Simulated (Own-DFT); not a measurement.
Simulation results for SiC (twinned 3C silicon carbide, strained, atoms displaced)

All values are calculated (Own-DFT development build). A calculation, not a measurement: plane-wave PBE density functional theory by an unreviewed code, no spin, of a simulated periodic cell, stress positive in tension, free energy of the whole cell less one offset for each atom, forces on such cells passed a denser k mesh, this cell's mesh not checked; offsets are fitted by least squares, one for each functional and potential file, so energies compare only between cells with the same atoms and settings and are not formation energies; the far tail of each file's local potential was reset to the Coulomb form; each entry is a single point on an unrelaxed cell, so the pressure reflects the starting lattice, mostly measured values (interpolated for alloys), from which strain is counted, and rises with the displacements; printed positions are rounded, which can move forces by about a meV/angstrom; the program, named Own-DFT, is a retired in-house code; no spin-orbit coupling.

### SiC (twinned 3C silicon carbide, strained, atoms displaced)

```
SiC
1.0
      4.4255    -4.4011     0.0119
      0.0262     4.4392    -4.4240
      8.7409     8.6684     8.5855
Si C Si C Si C Si C Si C Si C Si C Si C Si C Si C Si C Si C Si C Si C Si C Si C Si C Si C Si C Si C Si C Si C Si C Si C
1 1 1 1 1 1 1 1 1 1 1 1 1 1 1 1 1 1 1 1 1 1 1 1 1 1 1 1 1 1 1 1 1 1 1 1 1 1 1 1 1 1 1 1 1 1 1 1
Direct
  0.99709 0.00074 0.43282
  0.98769 0.98445 0.05882
  0.15740 0.33839 0.10502
  0.16187 0.33650 0.22956
  0.32122 0.16576 0.26713
  0.33239 0.16580 0.39778
  0.01269 0.50118 0.44035
  0.00020 0.49694 0.06252
  0.17539 0.83583 0.10541
  0.18469 0.84435 0.23234
  0.34472 0.67361 0.27103
  0.34312 0.66913 0.39397
  0.50734 0.98641 0.43679
  0.50746 0.00537 0.06354
  0.66933 0.31333 0.10930
  0.66767 0.33644 0.22490
  0.83676 0.18002 0.27511
  0.84150 0.17962 0.40115
  0.51462 0.49560 0.43350
  0.50358 0.49678 0.06693
  0.66531 0.82644 0.09837
  0.64820 0.81936 0.22837
  0.82915 0.67386 0.27230
  0.83818 0.65703 0.39313
  0.01110 0.99562 0.93393
  0.99891 0.00595 0.56120
  0.82893 0.65092 0.60637
  0.83724 0.66613 0.72809
  0.66847 0.83964 0.76994
  0.66346 0.83125 0.89778
  0.01408 0.50552 0.94563
  0.01663 0.50804 0.56104
  0.83935 0.17502 0.60913
  0.83096 0.16431 0.73218
  0.65864 0.33844 0.77614
  0.66054 0.33887 0.89387
  0.50067 0.98880 0.93905
  0.48984 0.98187 0.55433
  0.33721 0.66026 0.60537
  0.33132 0.67891 0.72774
  0.16972 0.84781 0.77283
  0.16837 0.84220 0.89072
  0.48971 0.49181 0.93417
  0.49917 0.49835 0.56118
  0.34532 0.16576 0.60759
  0.31820 0.17089 0.72956
  0.16397 0.33139 0.76671
  0.15933 0.34222 0.89615
```

* functional: PBE
* potential files: PseudoDojo norm-conserving, scalar-relativistic, standard set
* wave cutoff: 42 hartree
* occupations: Fermi-Dirac
* smearing width: 0.1 eV
* hardware: one NVIDIA H100
* k mesh: 5 x 5 x 2 centred on Gamma
* free energy of cell above offsets: -4.035 eV
* pressure: 0.18 GPa
* stress xx: 2.14 GPa
* stress yy: -1.86 GPa
* stress zz: -0.84 GPa
* stress yz: -6.62 GPa
* stress xz: -5.06 GPa
* stress xy: -3.21 GPa
* wall time: 184.7 s

Force:
```tsv
element	x (eV/Å)	y (eV/Å)	z (eV/Å)
Si	1.739	0.396	1.201
C	2.235	0.149	-0.694
Si	0.949	-2.43	0.827
C	-0.13	0.25	-0.016
Si	2.249	0.123	0.064
C	-0.528	-1.623	-0.597
Si	-0.446	-0.249	-1.131
C	1.255	1.762	0.457
Si	-0.687	0.844	0.187
C	-2.372	0.127	0.38
Si	-1.637	0.986	1.168
C	0.234	-0.534	0.944
Si	-1.207	1.013	-2
C	-1.048	-0.834	1.024
Si	-1.595	0.607	-3.577
C	1.956	1.992	1.818
Si	-1.248	-0.495	0.435
C	-1.432	-1.372	-0.003
Si	-0.691	1.568	0.884
C	-1.652	-0.763	0.185
Si	0.629	0.729	1.355
C	2.697	-1.084	-2.477
Si	-0.576	-2.159	-0.511
C	1.021	0.9	-0.319
Si	-0.898	2.647	-0.363
C	0.717	-0.259	1.262
Si	-0.195	0.023	-2.858
C	0.387	1.349	0.718
Si	-0.485	-0.327	1.071
C	0.007	-1.242	-0.344
Si	-3.935	-0.599	-2.229
C	-0.268	1.475	1.801
Si	-1.928	-2.083	-0.382
C	-0.281	1.057	-0.807
Si	-0.635	-1.884	-1.15
C	2.027	0.194	2.164
Si	-0.375	0.899	-2.26
C	3.503	2.716	1.23
Si	-0.26	-0.065	-1.394
C	0.769	-0.307	0.954
Si	-2.008	-2.087	-0.045
C	2.304	-0.019	2.573
Si	1.517	0.965	0.428
C	1.034	-0.781	0.856
Si	-3.16	-0.955	-1.069
C	1.994	-1.544	0.315
Si	0.445	2.858	-0.729
C	0.009	-1.934	0.655
```
